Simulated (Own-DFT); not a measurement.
# Point defects and the pressure they add: 2H SiC

Source: density functional calculations with Own-DFT, an unreviewed in-house program that is no longer used. Nothing was measured or relaxed, and spin and spin-orbit coupling are left out.

Method: PBE; PseudoDojo norm-conserving scalar-relativistic files; cutoff 42 hartree; 4 x 4 x 3 k mesh centred on Gamma; Fermi-Dirac smearing of 0.1 eV.

Caveats (not all hold for every row): some atoms lie very close together; not probed for a lower state with spin; forces on such cells passed a denser k mesh, each cell not checked; stress not checked against mesh or cutoff.

All runs share one cell, with vectors in Å (9.248, 0.000, 0.000); (-4.624, 8.009, 0.000); (0.000, 0.000, 10.068) and a volume of 745.7 Å³. The atoms are randomly displaced, by u rms on each axis. The defect's site can differ from row to row.

| cell | formula | u (Å) | P (GPa) |
|---|---|---|---|
| no defect | C36Si36 | 0.0307 | 3.76 |
| no defect | C36Si36 | 0.0314 | 3.93 |
| no defect | C36Si36 | 0.0561 | 5.76 |
| two Al on a Si site each | Al2C36Si34 | 0.0290 | 5.92 |
| two Al on a Si site each | Al2C36Si34 | 0.0503 | 7.50 |
| two Al on a Si site each | Al2C36Si34 | 0.0536 | 7.82 |
| one C on a Si site and one Si on a C site | C36Si36 | 0.0305 | 7.70 |
| one C on a Si site and one Si on a C site | C36Si36 | 0.0320 | 7.47 |
| one C on a Si site and one Si on a C site | C36Si36 | 0.0479 | 9.52 |
| one C on a Si site and one Si on a C site | C36Si36 | 0.0503 | ? |
| one C on a Si site | C37Si35 | 0.0324 | 1.84 |
| one C on a Si site | C37Si35 | 0.0485 | 3.11 |
| one C on a Si site | C37Si35 | 0.0497 | 2.90 |
| one Si on a C site | C35Si37 | 0.0290 | 10.16 |
| one Si on a C site | C35Si37 | 0.0293 | 10.47 |
| one Si on a C site | C35Si37 | 0.0481 | 11.21 |

## Fit

P = P0 + c u² + a shift for each defect gives P0 = 2.93 GPa, c = 917 ± 88 GPa/Å² and a scatter of 0.27 GPa. The shifts, and each times the cell's volume:

- one Si on a C site: 6.46 ± 0.22 GPa, 30.1 eV
- one C on a Si site and one Si on a C site: 4.00 ± 0.22 GPa, 18.6 eV
- two Al on a Si site each: 2.24 ± 0.22 GPa, 10.4 eV (5.2 eV for each of its 2 sites)
- one C on a Si site: -2.11 ± 0.22 GPa, -9.8 eV

Positive is outwards. The product with the volume (160.2 GPa Å³ to the eV) is nearly free of the cell's size; divided by the bulk modulus at the cell's pressure it gives the volume that the defect adds. The atoms around the defects weren't relaxed, which would change these numbers.

## The run left out

Q: what pressure belongs in the blank (one C on a Si site and one Si on a C site, u = 0.0503 Å)?

The fitted form gives 9.24 ± 0.33 GPa. The calculation gave 9.32 GPa.
